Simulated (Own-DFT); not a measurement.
# Point defects and the pressure they add: zincblende GaAs

No measurement is shown. These are fixed-geometry runs of a retired plane-wave code named Own-DFT, which no person has reviewed; spin and spin-orbit coupling are neglected.

All runs used: PBE; PseudoDojo norm-conserving scalar-relativistic files; cutoff 42 hartree; 3 x 3 x 3 k mesh centred on Gamma; Fermi-Dirac smearing of 0.1 eV.

Limits (not all hold for every row): not probed for a lower state with spin; forces on such cells failed a check on a denser k mesh; forces not confirmed at this smearing and k mesh; forces on such cells passed a denser k mesh, each cell not checked; stress not checked against mesh or cutoff.

All runs share one cell, with vectors in Å (11.307, 0.000, 0.000); (0.000, 11.307, 0.000); (0.000, 0.000, 11.307) and a volume of 1445.4 Å³. The atoms are randomly displaced, by u rms on each axis. The defect's site can differ from row to row.

```
                                        cell     formula   u (Å)  P (GPa)
                                   no defect    As32Ga32  0.0191     3.51
                                   no defect    As32Ga32  0.0513     3.93
                                   no defect    As32Ga32  0.0515     4.05
                    two As on a Ga site each    As34Ga30  0.0293     4.81
                    two As on a Ga site each    As34Ga30  0.0299     4.82
                    two As on a Ga site each    As34Ga30  0.0299     4.79
one As on a Ga site and one Ga on an As site    As32Ga32  0.0299     3.92
one As on a Ga site and one Ga on an As site    As32Ga32  0.0300     3.92
one As on a Ga site and one Ga on an As site    As32Ga32  0.0535     4.27
one As on a Ga site and one Ga on an As site    As32Ga32  0.0549        ?
                         one P on an As site   As31Ga32P  0.0282     3.35
                         one P on an As site   As31Ga32P  0.0296     3.36
                         one P on an As site   As31Ga32P  0.0303     3.37
                         one In on a Ga site  As32Ga31In  0.0299     4.28
                         one In on a Ga site  As32Ga31In  0.0312     4.37
                         one In on a Ga site  As32Ga31In  0.0497     4.67
```

## Worked fit

P = P0 + c u² + a shift for each defect gives P0 = 3.44 GPa, c = 203 ± 13 GPa/Å² and a scatter of 0.04 GPa. The shifts, and each times the cell's volume:

- two As on a Ga site each: 1.18 ± 0.03 GPa, 10.7 eV (5.3 eV for each of its 2 sites)
- one In on a Ga site: 0.70 ± 0.03 GPa, 6.3 eV
- one As on a Ga site and one Ga on an As site: 0.28 ± 0.03 GPa, 2.5 eV
- one P on an As site: -0.26 ± 0.03 GPa, -2.3 eV

A positive shift means that the defect pushes the cell outwards. Shift times volume (160.2 GPa Å³ is 1 eV) depends little on the cell's size, so, taken for each site, it can be compared between cells at like pressure. The atoms around the defects weren't relaxed, which would change these numbers.

## Withheld run

Question: what pressure belongs in the blank (one As on a Ga site and one Ga on an As site, u = 0.0549 Å)?

The fitted form gives 4.34 ± 0.05 GPa. DFT gave 4.37 GPa.
